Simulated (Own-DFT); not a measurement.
GaN (wurtzite, strained, atoms displaced) (calculated)

A calculation, not a measurement: plane-wave PBE density functional theory by an unreviewed code, no spin, of a simulated periodic cell, stress positive in tension, free energy of the whole cell less one offset for each atom, forces on such cells passed a denser k mesh, this cell's mesh not checked; offsets are fitted by least squares, one for each functional and potential file, so energies compare only between cells with the same atoms and settings and are not formation energies; the far tail of each file's local potential was reset to the Coulomb form; each entry is a single point on an unrelaxed cell, so the pressure reflects the starting lattice, mostly measured values (interpolated for alloys), from which strain is counted, and rises with the displacements; printed positions are rounded, which can move forces by about a meV/angstrom; the program, named Own-DFT, is a retired in-house code; no spin-orbit coupling. Program: Own-DFT development build.

Settings shared by all entries: functional PBE; potential files PseudoDojo norm-conserving, scalar-relativistic, standard set with the stringent files for Ga; wave cutoff 96 hartree; occupations Gaussian; smearing width 0.01 eV; k mesh 3 x 4 x 3 centred on Gamma.

(1) GaN (wurtzite, strained, atoms displaced)

```
CELL_PARAMETERS angstrom
12.75600 -0.19130 0.00000
-4.90780 8.35700 0.00000
0.00000 0.00000 10.37000
ATOMIC_POSITIONS crystal
Ga 0.06976 0.21305 0.99519
Ga 0.16850 0.11788 0.25149
N 0.08553 0.22185 0.17991
N 0.16841 0.11431 0.43014
Ga 0.08270 0.20955 0.50263
Ga 0.16486 0.10216 0.75402
N 0.07861 0.22351 0.69180
N 0.16407 0.10876 0.94704
Ga 0.08457 0.55968 0.99845
Ga 0.17010 0.45109 0.25416
N 0.08318 0.55694 0.19039
N 0.16146 0.43896 0.43385
Ga 0.08787 0.55750 0.50336
Ga 0.16022 0.43468 0.75569
N 0.09091 0.55723 0.69055
N 0.16373 0.45036 0.94670
Ga 0.08897 0.89476 0.00321
Ga 0.16912 0.77831 0.25443
N 0.08525 0.88893 0.18588
N 0.17411 0.77789 0.43723
Ga 0.08439 0.88586 0.50046
Ga 0.16646 0.76704 0.75408
N 0.08684 0.89237 0.67646
N 0.16952 0.77744 0.93700
Ga 0.33466 0.22520 0.00195
Ga 0.41707 0.10737 0.25251
N 0.33096 0.23420 0.18765
N 0.40688 0.11013 0.44497
Ga 0.33073 0.22623 0.50054
Ga 0.42192 0.11525 0.75713
N 0.34101 0.21575 0.67734
N 0.42051 0.10511 0.93524
Ga 0.33415 0.55958 0.00427
Ga 0.42407 0.44794 0.24595
N 0.33455 0.55622 0.19664
N 0.42815 0.45666 0.43096
Ga 0.32904 0.55212 0.50941
Ga 0.41787 0.44619 0.74657
N 0.32592 0.54800 0.69534
N 0.41855 0.44297 0.93695
Ga 0.33006 0.89097 0.99283
Ga 0.42490 0.77512 0.24527
N 0.32059 0.87027 0.18093
N 0.43069 0.78897 0.44401
Ga 0.33299 0.89257 0.51044
Ga 0.41230 0.77602 0.74878
N 0.33308 0.88928 0.68192
N 0.40676 0.77533 0.93143
Ga 0.58537 0.21394 0.99730
Ga 0.66020 0.10739 0.24393
N 0.57593 0.21470 0.18124
N 0.66216 0.10935 0.43665
Ga 0.58622 0.22305 0.50867
Ga 0.66037 0.10929 0.74483
N 0.58339 0.22849 0.68272
N 0.66881 0.11075 0.93404
Ga 0.58590 0.55534 0.01200
Ga 0.66430 0.44565 0.24936
N 0.57815 0.54794 0.18702
N 0.66715 0.44368 0.43293
Ga 0.57844 0.55631 0.50272
Ga 0.66259 0.43912 0.74696
N 0.58334 0.55870 0.69009
N 0.66752 0.44561 0.93991
Ga 0.58151 0.89411 0.99884
Ga 0.66321 0.77098 0.24449
N 0.57565 0.89122 0.18659
N 0.66986 0.77873 0.43696
Ga 0.57700 0.88534 0.49986
Ga 0.66575 0.77690 0.75285
N 0.58587 0.88931 0.69390
N 0.65709 0.77071 0.94257
Ga 0.83342 0.22793 0.99999
Ga 0.91965 0.11283 0.24744
N 0.83101 0.22278 0.18069
N 0.91895 0.11546 0.44867
Ga 0.83191 0.21289 0.50020
Ga 0.91453 0.11152 0.75871
N 0.83193 0.22589 0.68679
N 0.91220 0.10421 0.94457
Ga 0.83192 0.54895 0.99694
Ga 0.91568 0.44634 0.24661
N 0.83045 0.55065 0.19836
N 0.92091 0.43863 0.44249
Ga 0.82503 0.54249 0.49766
Ga 0.91805 0.44825 0.75179
N 0.82856 0.55788 0.68970
N 0.91488 0.43878 0.94272
Ga 0.84183 0.90163 0.00574
Ga 0.91730 0.77774 0.23901
N 0.82882 0.88823 0.18981
N 0.90976 0.77582 0.43859
Ga 0.82945 0.88594 0.50663
Ga 0.91110 0.77270 0.74284
N 0.83894 0.90097 0.68724
N 0.91462 0.77837 0.93282
```

| Property | Result |
| --- | --- |
| free energy of cell above offsets | -3.437 eV |
| pressure | 7.46 GPa |
| stress xx | -6.75 GPa |
| stress yy | -6.87 GPa |
| stress zz | -8.75 GPa |
| stress yz | -0.15 GPa |
| stress xz | -0.03 GPa |
| stress xy | -5.75 GPa |

Force:
```tsv
element	x (eV/Å)	y (eV/Å)	z (eV/Å)
Ga	2.912	2.323	1.09
Ga	-0.393	-0.571	-1.415
N	-0.606	0.274	1.09
N	-0.291	-0.624	1.645
Ga	-0.574	1.323	-0.005
Ga	0.101	0.958	-0.3
N	1.443	-1.04	0.137
N	0.011	0.799	-1.669
Ga	-0.078	-0.097	1.342
Ga	-0.747	-0.856	-1.184
N	0.056	-0.17	-0.436
N	0.926	0.074	1.834
Ga	-0.242	-0.456	-0.639
Ga	0.182	0.806	0.644
N	-1.051	-0.88	0.004
N	0.682	-1.477	-0.921
Ga	-0.413	-1.534	-0.662
Ga	-1.201	-0.676	-0.253
N	0.095	0.271	0.792
N	-1.302	-0.255	0.639
Ga	-0.378	-0.278	-2.192
Ga	-0.601	1.83	-0.855
N	0.021	-1.041	2.726
N	-1.976	0.024	-0.319
Ga	0.178	0.005	-0.105
Ga	-1.517	-0.814	0.265
N	1.768	-1.468	-0.147
N	1.65	0.339	-1.186
Ga	0.76	0.458	-1.488
Ga	-0.782	-0.826	-1.936
N	-1.672	0.871	2.72
N	-1.259	1.121	0.74
Ga	0.186	-0.617	-0.225
Ga	-2.787	-0.737	1.236
N	0.86	-0.116	-1.246
N	-2.72	-1.671	0.824
Ga	0.448	0.522	-1.689
Ga	-0.374	-0.87	0.752
N	0.844	0.332	-0.514
N	-0.537	0.293	0.2
Ga	1.182	-0.62	1.445
Ga	-3.842	-0.677	2.075
N	2.324	2.258	0.165
N	-5.28	-3.248	-1.792
Ga	0.981	0.144	-3.082
Ga	0.368	-0.024	-0.397
N	0.4	0.086	3.455
N	1.083	0.362	1.075
Ga	-0.436	1.177	0.016
Ga	0.464	1.019	1.076
N	0.704	0.924	0.655
N	0.362	0.189	-0.045
Ga	-1.014	-0.254	-3.338
Ga	0.988	0.461	0.251
N	0.628	-1.002	2.12
N	-0.344	0.081	-0.143
Ga	-0.162	-0.198	-3.214
Ga	0.197	-1.156	0.085
N	2.007	1.525	0.777
N	-1.502	-0.796	0.858
Ga	2.286	0.926	0.004
Ga	-0.454	1.406	1.139
N	0.611	-0.212	-0.383
N	-0.491	-0.957	-0.283
Ga	0.043	-1.205	-0.686
Ga	-0.512	0.843	1.173
N	3.339	0.422	-1.205
N	-1.262	-0.203	-0.292
Ga	4.531	2.039	1.494
Ga	0.281	0.475	0.481
N	-0.658	-0.379	-0.744
N	0.861	1.118	0.224
Ga	0.323	-1.374	-0.165
Ga	-0.579	0.405	1.068
N	0.193	-0.416	1.483
N	0.065	-1.355	-1.892
Ga	-0.559	0.999	-0.133
Ga	-0.77	0.253	-1.183
N	0.217	-0.229	1.021
N	-1.909	1.442	-1.515
Ga	-0.081	1.152	0.643
Ga	0.703	-0.61	1.238
N	-0.062	0.555	-2.007
N	-1.267	0.371	-0.455
Ga	1.724	1.474	-0.118
Ga	-0.318	-0.292	-0.637
N	1.113	-1.069	-0.523
N	-0.039	1.468	-1.116
Ga	-0.84	-3.6	-0.481
Ga	-0.381	0.074	1.877
N	0.85	0.129	-0.197
N	1.158	-0.127	-0.321
Ga	0.727	0.553	-1.392
Ga	0.337	1.57	0.443
N	-0.407	-1.454	1.248
N	0.491	0.005	0.853
```

(2) GaN (wurtzite, strained, atoms displaced)

```
CELL_PARAMETERS angstrom
12.75600 -0.19130 0.00000
-4.90780 8.35700 0.00000
0.00000 0.00000 10.37000
ATOMIC_POSITIONS crystal
Ga 0.08363 0.21375 0.00643
Ga 0.16556 0.11925 0.24982
N 0.08846 0.22875 0.18442
N 0.15854 0.09933 0.44138
Ga 0.07195 0.22842 0.49504
Ga 0.17332 0.11927 0.74892
N 0.07860 0.22200 0.68083
N 0.16504 0.11791 0.94604
Ga 0.08622 0.55600 0.99673
Ga 0.16750 0.44524 0.25084
N 0.07396 0.54776 0.19020
N 0.17205 0.44833 0.43422
Ga 0.07987 0.54591 0.50358
Ga 0.16810 0.44087 0.75282
N 0.09106 0.55666 0.69601
N 0.16745 0.44394 0.93764
Ga 0.08733 0.89295 0.99394
Ga 0.16608 0.78207 0.25277
N 0.08251 0.89750 0.18201
N 0.16613 0.77909 0.43730
Ga 0.08469 0.88703 0.50100
Ga 0.16181 0.77796 0.74931
N 0.07577 0.87868 0.69193
N 0.16245 0.77230 0.94005
Ga 0.33374 0.21907 0.00703
Ga 0.42321 0.12070 0.23950
N 0.32703 0.22567 0.18695
N 0.41751 0.10823 0.43427
Ga 0.32966 0.21522 0.49985
Ga 0.41671 0.11339 0.75089
N 0.33186 0.22180 0.69135
N 0.41611 0.11022 0.94040
Ga 0.33110 0.54406 0.99956
Ga 0.40976 0.44533 0.24533
N 0.33060 0.55683 0.18517
N 0.42190 0.44937 0.43903
Ga 0.32906 0.54511 0.49975
Ga 0.41470 0.43479 0.74307
N 0.32573 0.54699 0.69045
N 0.42453 0.44702 0.93084
Ga 0.32783 0.89184 0.99422
Ga 0.42034 0.77404 0.25119
N 0.34345 0.89301 0.19756
N 0.41941 0.78232 0.43936
Ga 0.32742 0.88490 0.50196
Ga 0.41133 0.77798 0.74888
N 0.32962 0.88860 0.70184
N 0.40919 0.77140 0.94176
Ga 0.58622 0.22775 0.98839
Ga 0.66873 0.11315 0.25195
N 0.58931 0.22705 0.18818
N 0.66509 0.10353 0.44311
Ga 0.58464 0.22333 0.50344
Ga 0.66719 0.11321 0.74920
N 0.57997 0.22464 0.69146
N 0.67258 0.11516 0.94533
Ga 0.58076 0.54789 0.99881
Ga 0.66582 0.44029 0.25458
N 0.58403 0.55525 0.19496
N 0.66762 0.44870 0.44028
Ga 0.58210 0.54760 0.49828
Ga 0.66511 0.44786 0.74169
N 0.58227 0.54882 0.68378
N 0.65716 0.43651 0.94031
Ga 0.59072 0.89386 0.99525
Ga 0.66246 0.76706 0.24053
N 0.58235 0.89256 0.19166
N 0.66596 0.77854 0.43425
Ga 0.58587 0.89692 0.50308
Ga 0.67198 0.78361 0.75863
N 0.58450 0.88080 0.69096
N 0.66152 0.78537 0.93933
Ga 0.82971 0.23141 0.00119
Ga 0.91483 0.10977 0.24494
N 0.83870 0.22351 0.18678
N 0.91875 0.10951 0.43409
Ga 0.82945 0.21402 0.49745
Ga 0.91371 0.10182 0.74807
N 0.83272 0.22228 0.69254
N 0.91541 0.10455 0.93797
Ga 0.83445 0.55460 0.99101
Ga 0.91170 0.43723 0.24920
N 0.83122 0.55275 0.19060
N 0.92008 0.45084 0.44610
Ga 0.83089 0.55529 0.49946
Ga 0.91654 0.44344 0.75230
N 0.82797 0.55333 0.69420
N 0.91467 0.43917 0.93997
Ga 0.83582 0.88960 0.99927
Ga 0.91386 0.76883 0.25561
N 0.82398 0.87863 0.19043
N 0.91080 0.77507 0.43689
Ga 0.83033 0.89212 0.49851
Ga 0.91472 0.77206 0.75608
N 0.83065 0.88774 0.69480
N 0.91486 0.78273 0.94131
```

| Property | Result |
| --- | --- |
| free energy of cell above offsets | -4.767 eV |
| pressure | 7 GPa |
| stress xx | -7.99 GPa |
| stress yy | -7.71 GPa |
| stress zz | -5.3 GPa |
| stress yz | -0.25 GPa |
| stress xz | 0.26 GPa |
| stress xy | -5.04 GPa |

Force:
```tsv
element	x (eV/Å)	y (eV/Å)	z (eV/Å)
Ga	-2.04	1.409	-1.452
Ga	-0.119	-1.65	0.804
N	-0.873	-0.48	1.624
N	-0.205	2.032	-0.493
Ga	3.354	0.022	0.92
Ga	-2.473	-1.343	0.479
N	0.839	-0.204	0.723
N	1.97	-0.919	-1.991
Ga	0.052	-0.796	1.062
Ga	-1.187	0.548	-0.815
N	1.594	1.256	-0.37
N	-1.658	-0.769	0.206
Ga	0.958	1.621	0.303
Ga	-1.012	-0.69	0.252
N	-1.31	-0.346	-0.876
N	-0.431	-0.967	0.53
Ga	-0.564	-0.395	0.937
Ga	0.322	-0.009	-1.164
N	0.498	-0.686	0.84
N	-0.506	-1.066	0.819
Ga	-1.025	-0.864	0.12
Ga	0.318	-0.525	0.498
N	0.679	1.547	-0.318
N	-0.793	0.729	-0.518
Ga	-0.126	0.847	-1.578
Ga	-0.624	-1.071	1.246
N	1.727	0.044	0.628
N	-0.47	0.591	0.601
Ga	0.227	0.359	-0.766
Ga	-0.502	-0.44	0.28
N	1.137	-0.93	-1.131
N	-0.53	0.448	-0.214
Ga	0.316	1.327	-0.737
Ga	1.016	0.396	0.948
N	0.601	-0.259	0.29
N	-1.529	-1.674	-0.585
Ga	1.327	1.908	0.713
Ga	-0.438	2.272	0.665
N	1.845	0.851	-0.793
N	-1.766	-1.339	0.66
Ga	2.012	-1.106	1.632
Ga	-0.935	0.726	0.197
N	-1.791	-0.218	-1.489
N	-0.656	-1.006	0.744
Ga	1.435	0.439	-0.13
Ga	1.081	-0.908	0.822
N	0.154	0.607	-1.81
N	0.534	0.738	-0.422
Ga	0.463	-1.91	1.885
Ga	-0.234	-0.624	-0.302
N	0.195	-0.127	-0.672
N	-0.729	2.351	-0.862
Ga	-0.305	-0.371	-0.614
Ga	-0.252	-0.757	0.442
N	1.153	-0.499	-0.251
N	-2.157	-0.345	-1.712
Ga	0.236	1.58	0.913
Ga	-0.331	0.683	-0.595
N	-0.383	-2.088	-1.509
N	0.386	-1.446	-0.006
Ga	-0.138	2.185	0.047
Ga	-0.564	-0.623	1.45
N	-0.472	1.086	0.546
N	1.329	2.244	-1.401
Ga	-2.984	-0.146	1.589
Ga	-1.423	1.838	1.834
N	1.402	-0.142	-0.983
N	-0.385	-0.263	0.423
Ga	0.516	-2.955	0.099
Ga	-1.238	-1.527	-1.113
N	-1.066	1.147	0.139
N	2.649	-1.986	0.339
Ga	2.722	-1.33	0.408
Ga	0.5	-0.854	-0.223
N	-0.901	-0.532	0.454
N	-2.293	-0.296	-0.598
Ga	0.535	1.206	0.822
Ga	-0.174	1.478	0.977
N	0.512	-0.166	-0.9
N	-0.454	1.255	0.239
Ga	-0.657	0.118	1.424
Ga	-0.36	1.011	0.725
N	0.452	-0.359	-0.779
N	-1.105	-1.701	-0.923
Ga	0.734	0.548	0.652
Ga	0.206	0.089	-0.53
N	1.662	0.177	-0.699
N	-0.133	1.706	-0.627
Ga	-1.153	-0.085	0.929
Ga	-0.311	1.094	-1.368
N	2.074	1.411	-0.718
N	0.566	0.369	1.239
Ga	0.377	-1.203	0.258
Ga	-1.067	0.527	-0.55
N	1.304	-0.662	-1.444
N	0.865	-1.162	-0.346
```

(3) GaN (wurtzite, strained, atoms displaced)

```
CELL_PARAMETERS angstrom
12.75600 0.00000 -0.19130
-4.78350 8.28530 0.07180
-0.15560 0.00000 10.37000
ATOMIC_POSITIONS crystal
Ga 0.08614 0.21909 0.00084
Ga 0.16924 0.10744 0.26468
N 0.08923 0.23374 0.18759
N 0.16648 0.10537 0.43768
Ga 0.07944 0.22600 0.50055
Ga 0.17631 0.11083 0.74356
N 0.08114 0.21672 0.68804
N 0.16556 0.10345 0.94099
Ga 0.07839 0.55055 0.98981
Ga 0.16710 0.43500 0.24331
N 0.07436 0.55376 0.19193
N 0.17149 0.45432 0.43504
Ga 0.09235 0.55450 0.50602
Ga 0.16267 0.43694 0.73819
N 0.07762 0.54781 0.69182
N 0.16563 0.44843 0.92406
Ga 0.07848 0.88830 0.99685
Ga 0.16948 0.78762 0.24861
N 0.08283 0.88777 0.18488
N 0.16837 0.77506 0.44517
Ga 0.08457 0.88770 0.49996
Ga 0.16600 0.76898 0.75277
N 0.08134 0.89744 0.68615
N 0.16797 0.77610 0.93426
Ga 0.33538 0.22482 0.00149
Ga 0.41685 0.11426 0.25333
N 0.32616 0.21881 0.18226
N 0.42070 0.11321 0.43273
Ga 0.33184 0.21825 0.49605
Ga 0.41819 0.11394 0.75603
N 0.33409 0.22640 0.69331
N 0.41524 0.11476 0.93637
Ga 0.33006 0.55550 0.00378
Ga 0.42183 0.44684 0.24257
N 0.33439 0.55034 0.19117
N 0.40929 0.43689 0.43628
Ga 0.33211 0.55143 0.50096
Ga 0.42135 0.44508 0.74602
N 0.32986 0.55485 0.69526
N 0.40949 0.43868 0.94056
Ga 0.33515 0.88707 0.00316
Ga 0.41848 0.78129 0.25779
N 0.33480 0.88820 0.18761
N 0.41399 0.77421 0.44472
Ga 0.33749 0.88836 0.50236
Ga 0.41375 0.78430 0.74248
N 0.33037 0.89102 0.69323
N 0.41049 0.77849 0.95038
Ga 0.58358 0.22104 0.99641
Ga 0.66193 0.11251 0.24830
N 0.58512 0.23676 0.18021
N 0.66770 0.11182 0.43555
Ga 0.58487 0.22754 0.50015
Ga 0.66488 0.11076 0.75195
N 0.58465 0.22589 0.68439
N 0.66538 0.11686 0.93222
Ga 0.58712 0.56051 0.99552
Ga 0.67443 0.45164 0.24684
N 0.58424 0.55899 0.17870
N 0.66636 0.44275 0.43620
Ga 0.57286 0.55158 0.48973
Ga 0.66220 0.44385 0.75181
N 0.57696 0.54644 0.68935
N 0.67891 0.45124 0.93321
Ga 0.58169 0.89921 0.00399
Ga 0.67108 0.78529 0.25379
N 0.57993 0.89190 0.18598
N 0.66569 0.77944 0.43346
Ga 0.58491 0.89223 0.49925
Ga 0.66517 0.77152 0.74689
N 0.58420 0.90011 0.69513
N 0.66807 0.77312 0.94149
Ga 0.82722 0.22366 0.99833
Ga 0.91670 0.10767 0.24713
N 0.83940 0.22406 0.19269
N 0.92760 0.11800 0.43710
Ga 0.82903 0.22061 0.50343
Ga 0.91281 0.10864 0.75042
N 0.83084 0.21454 0.69023
N 0.91230 0.10977 0.93328
Ga 0.83009 0.55235 0.00482
Ga 0.91244 0.44930 0.24362
N 0.82998 0.54381 0.18505
N 0.91301 0.45075 0.43661
Ga 0.83913 0.55886 0.50154
Ga 0.91839 0.43700 0.74662
N 0.83300 0.54978 0.68407
N 0.92240 0.45117 0.93731
Ga 0.82899 0.89439 0.00071
Ga 0.91744 0.77986 0.25033
N 0.83916 0.89819 0.18138
N 0.91646 0.77834 0.43604
Ga 0.84262 0.90298 0.50861
Ga 0.91093 0.76179 0.75058
N 0.83651 0.88698 0.68992
N 0.91056 0.76828 0.94218
```

| Quantity | Value |
| --- | --- |
| free energy of cell above offsets | -4.648 eV |
| pressure | 7.04 GPa |
| stress xx | -6.37 GPa |
| stress yy | -6.89 GPa |
| stress zz | -7.85 GPa |
| stress yz | -0.43 GPa |
| stress xz | -2.97 GPa |
| stress xy | -0.85 GPa |

Force:
```tsv
element	x (eV/Å)	y (eV/Å)	z (eV/Å)
Ga	-0.431	0.564	-0.93
Ga	-0.738	0.338	-3.759
N	0.077	-3.824	-0.315
N	-0.585	0.75	1.963
Ga	2.499	1.035	0.478
Ga	-2.267	-0.213	1.687
N	0.029	-0.169	-0.398
N	-0.177	1.045	-1.023
Ga	1.971	1.155	1.919
Ga	-1.361	3.463	1.107
N	1.958	0.835	-1.023
N	0.209	-1.68	0.107
Ga	-2.279	0.195	-1.155
Ga	0.53	0.029	1.48
N	0.701	0.795	-0.987
N	0.377	-0.926	1.742
Ga	0.819	-0.774	-0.112
Ga	0.446	-2.009	0.367
N	-0.688	0.573	0.719
N	-0.027	0.692	-0.675
Ga	0.036	-0.686	0.417
Ga	-1.115	0.955	-0.548
N	0.777	-2.019	0.231
N	-0.594	0.338	1.007
Ga	-0.614	-0.809	-0.555
Ga	0.082	0.167	-1.964
N	1.027	0.233	1.824
N	-0.511	-0.446	1.499
Ga	0.507	-0.094	0.926
Ga	0.055	-0.012	-1.102
N	1.281	-0.13	-1.765
N	0.7	-0.384	0.91
Ga	-0.009	-0.281	-0.837
Ga	-0.189	-0.834	0.144
N	-0.642	1.198	0.07
N	0.029	0.286	-0.506
Ga	0.137	0.153	0.545
Ga	-2.215	-0.13	1.687
N	0.85	0.52	-1.389
N	0.981	1.347	-0.664
Ga	-1.642	0.665	-0.294
Ga	-0.24	-1.011	-0.934
N	-0.262	0.604	0.919
N	0.856	0.348	-0.242
Ga	-1.093	0.485	0.087
Ga	1.014	-1.046	1.837
N	-0.12	0.508	-0.946
N	1.942	-0.067	-1.967
Ga	-0.829	1.082	-0.083
Ga	0.803	0.868	-0.249
N	0.188	-1.57	0.835
N	-0.745	-0.227	0.236
Ga	0.442	-0.175	-0.338
Ga	0.043	1.216	-0.786
N	-0.405	-0.5	0.75
N	0.051	-0.631	1.146
Ga	-0.385	-1.543	-0.141
Ga	-1.565	-0.341	0.664
N	0.606	0.536	1.611
N	-0.549	1.004	-0.127
Ga	2.023	0.275	0.775
Ga	1.604	-0.038	-0.831
N	0.61	1.69	-1.393
N	-2.772	-1.573	0.232
Ga	0.424	-1.468	-1.158
Ga	-0.069	-0.302	-1.82
N	0.623	0.102	1.097
N	0.241	0.179	1.605
Ga	-0.006	-0.076	0.49
Ga	-0.193	0.75	0.584
N	0.522	-2.237	-1.288
N	-1.725	1.333	-1.232
Ga	1.772	0.646	0.542
Ga	0.637	1.586	0.343
N	-1.832	-0.501	-0.956
N	-2.91	-1.167	-0.529
Ga	0.914	1.161	-1.015
Ga	1.429	-0.305	0.167
N	-0.704	0.422	-0.487
N	0.073	0.558	1.072
Ga	1.9	0.789	-0.861
Ga	2.531	-1.384	1.847
N	-1.494	2.648	0.106
N	1.845	-1.186	0.21
Ga	-1.206	0.005	-0.429
Ga	-1.423	0.073	0.749
N	-0.41	-0.488	0.714
N	-2.461	-1.858	-0.743
Ga	1.499	-0.399	-1.093
Ga	0.329	-0.348	-0.517
N	-0.427	-1.463	1.399
N	-0.387	0.486	0.242
Ga	0.075	-1.373	-1.34
Ga	0.578	1.459	0.608
N	-1.035	-0.504	0.307
N	-0.326	1.057	-0.502
```
